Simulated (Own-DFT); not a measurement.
# Hybrid less PBE against volume: monoclinic HfO2, 94 atoms (Hf32O62), with two O vacancies

All values are computed. Each geometry was run twice at fixed positions with Own-DFT, a retired in-house plane-wave program that no person has reviewed: with PBE, and with HSE06 (exact exchange share 0.25 at short range, screening 0.11 per bohr, Gygi-Baldereschi treatment of its divergence). Both used PseudoDojo norm-conserving files made for PBE, a cutoff of 48 hartree, the Gamma point alone, fixed occupations, a neutral cell and no spin. One k point on a cell 10.1 Å thick isn't converged, and results move with the size of the cell. The hafnium file keeps the 4f electrons in the core, and its forces lie about 75 meV/Å off all-electron values. The oxygen file's force components were 24 meV/Å off all-electron values in a glass.

Unstrained cell vectors in Å: (10.234, 0.000, 0.000); (0.000, 10.350, 0.000); (-1.696, 0.000, 10.445), volume V0 = 1106.4 Å³, from measured lattice constants. Each geometry has its own random strain of a few per cent, its own defect sites and random moves of rms u per axis. HSE06 gave the energy alone. D is its energy less that of PBE, over the lowest D shown. The PBE stress wasn't checked against mesh or cutoff.

| run | V - V0 (Å³) | u (Å) | P with PBE (GPa) | D (eV) |
|---|---|---|---|---|
| 1 | -1.1 | 0.0485 | 4.69 | 1.287 |
| 2 | -26.3 | 0.0481 | 11.82 | 0.817 |
| 3 | 15.3 | 0.0291 | 0.87 | 1.461 |
| 4 | -35.4 | 0.0503 | 14.98 | 0.453 |
| 5 | 0.2 | 0.0488 | 4.54 | 1.289 |
| 6 | -14.3 | 0.0491 | 9.18 | 1.037 |
| 7 | -49.8 | 0.0322 | 17.32 | 0.000 |
| 8 | -39.5 | 0.0298 | 12.68 | 0.258 |
| 9 | -31.1 | 0.0301 | 11.68 | 0.417 |
| 10 | -10.1 | 0.0302 | 6.14 | 0.971 |
| 11 | -10.4 | 0.0303 | 5.66 | ? |

## Worked fit

D = 1.04 + 0.0228 (V - V0) + 118 u² eV, with an error of 0.0010 on the volume slope, 25 on the last term and a scatter of 0.06 eV. Pressure is -dE/dV, and 1 eV/Å³ is 160.2 GPa, so HSE06 changes the pressure by -3.7 ± 0.2 GPa. With the ions held to the strained lattice, the PBE pressure falls by 281 ± 14 GPa per unit of volume strain; the shape of the strain isn't fitted, so the true error is larger, and a relaxed crystal would be softer. On that slope HSE06's volume at a given pressure is about 1.3 % smaller, or 0.4 % in lengths. At u = 0 and V0 the PBE pressure is 3.1 GPa, which puts the zero-pressure volume, against the measured cell and with the defects in, at +1.1 % for PBE and -0.2 % for HSE06, each good to a few tenths of a per cent.

## Test on the hidden row

Asked: what D should run 11 give?

From the fit: 0.91 eV, with rows scattering by 0.06. The calculation gave 0.998 eV.
